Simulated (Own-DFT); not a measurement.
# Energy and forces against displacement in beta-Si3N4, 42 atoms (N24Si18)

All numbers below are calculated, not measured. The program, named Own-DFT, is a retired in-house plane-wave density functional code that no person has reviewed. Each row is one single-point run on a periodic cell that was not relaxed, without spin or spin-orbit coupling.

Settings of every run: PBE; PseudoDojo norm-conserving scalar-relativistic files; cutoff 42 hartree; 3 x 3 x 3 k mesh centred on Gamma; Fermi-Dirac smearing of 0.1 eV.

Known limits, some of them of some rows only: some atoms lie very close together; forces on such cells passed a denser k mesh, each cell not checked; stress not checked against mesh or cutoff.

Cell vectors in Å: (7.606, 0.000, 0.000); (-3.803, 6.587, 0.000); (0.000, 0.000, 8.727). In each run every atom was moved at random and independently from its ideal site; u is the rms move along one axis. E is the free energy for each atom above the fitted value at u = 0, and F the rms of the force components.

```
run   u (Å)  E (meV/atom)  F (eV/Å)  largest force (eV/Å)  P (GPa)
  1  0.0189          17.3     0.793                  2.96     5.39
  2  0.0191          19.6     0.850                  2.45     5.52
  3  0.0202          22.7     0.879                  3.21     5.56
  4  0.0487             ?         ?                     ?        ?
  5  0.0548         141.7     2.277                 10.75     8.90
  6  0.0567         141.9     2.121                  7.68     8.85
  7  0.0960         500.3     5.328                 30.36    18.72
  8  0.0979         490.5     5.276                 24.62    17.78
  9  0.1018         576.2     5.703                 29.34    18.78
 10  0.1475         990.2     7.061                 28.45    31.60
```

## Worked fit

For small independent moves the energy grows as E = (3/2) K u², with K the mean stiffness felt by one atom. The runs with u up to 0.11 Å give K = 34.1 ± 1.3 eV/Å², with residuals divided by u² + 0.0006 Å², since the noise grows with the moves. The scatter is 11.2 meV/atom at u = 0.05 Å. The forces follow F = G u with G = 47.3 eV/Å²; no force at u = 0 is resolved. G exceeds K because the moves of its neighbours add to the force on an atom, and stiffness differs between atoms. At u = 0.148 Å the parabola gives 1112 meV/atom and the run 990. The pressure follows P = 4.85 + 1388 u² GPa: at fixed volume, shortened bonds push harder than stretched ones pull.

## Withheld run

Question: what energy and rms force should run 4 give?

The fit gives 121 ± 12 meV/atom and about 2.30 eV/Å. The calculation gave 115.6 meV/atom and 2.115 eV/Å.
